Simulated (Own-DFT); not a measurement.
# How HSE06 shifts the pressure of corundum Al2O3, 78 atoms (Al32O46), with two O vacancies

Calculated, not measured. Each geometry was run twice at fixed positions with Own-DFT, a retired in-house plane-wave program that no person has reviewed: with PBE, and with HSE06 (exact exchange share 0.25 at short range, screening 0.11 per bohr, Gygi-Baldereschi treatment of its divergence). Both used PseudoDojo norm-conserving files made for PBE, a cutoff of 48 hartree, the Gamma point alone, fixed occupations, a neutral cell and no spin. One k point on a cell 7.9 Å thick isn't converged, and results move with the size of the cell. The oxygen file's force components were 24 meV/Å off all-electron values in a glass.

Unstrained cell vectors in Å: (5.494, 0.000, 8.660); (-2.747, 4.758, 8.660); (-2.747, -4.758, 8.660), volume V0 = 679.1 Å³, from measured lattice constants. Each geometry has its own random strain of a few per cent, its own defect sites and random moves of rms u per axis. HSE06 gave the energy alone. D is its energy less that of PBE, over the lowest D shown. The PBE stress wasn't checked against mesh or cutoff.

| run | V - V0 (Å³) | u (Å) | P with PBE (GPa) | D (eV) |
|---|---|---|---|---|
| 1 | 20.5 | 0.0308 | 0.58 | 1.332 |
| 2 | 17.0 | 0.0509 | 2.74 | 1.381 |
| 3 | -1.6 | 0.0299 | 7.97 | 0.443 |
| 4 | -5.3 | 0.0535 | 11.05 | 0.562 |
| 5 | 3.3 | 0.0536 | 8.67 | 0.753 |
| 6 | 8.0 | 0.0270 | 4.58 | 0.845 |
| 7 | 5.5 | 0.0311 | 6.09 | 0.785 |
| 8 | -6.3 | 0.0474 | 11.55 | 0.346 |
| 9 | -15.1 | 0.0493 | 15.54 | 0.006 |
| 10 | -18.1 | 0.0526 | 15.73 | 0.000 |
| 11 | -12.5 | 0.0498 | 14.60 | 0.070 |
| 12 | 9.5 | 0.0309 | 3.82 | 0.945 |
| 13 | -1.7 | 0.0299 | 8.00 | ? |

## What the rows give

D = 0.45 + 0.0408 (V - V0) + 83 u² eV, with an error of 0.0016 on the volume slope, 22 on the last term and a scatter of 0.06 eV. Pressure is -dE/dV, and 1 eV/Å³ is 160.2 GPa, so HSE06 changes the pressure by -6.5 ± 0.3 GPa. With the ions held to the strained lattice, the PBE pressure falls by 256 ± 10 GPa per unit of volume strain; the shape of the strain isn't fitted, so the true error is larger, and a relaxed crystal would be softer. On that slope HSE06's volume at a given pressure is about 2.6 % smaller, or 0.9 % in lengths. At u = 0 and V0 the PBE pressure is 7.0 GPa, which puts the zero-pressure volume, against the measured cell and with the defects in, at +2.7 % for PBE and +0.2 % for HSE06, each good to a few tenths of a per cent.

## The run left out

Asked: what D should run 13 give?

The fit gives 0.45 eV, with rows scattering by 0.06. The run itself gave 0.505 eV.
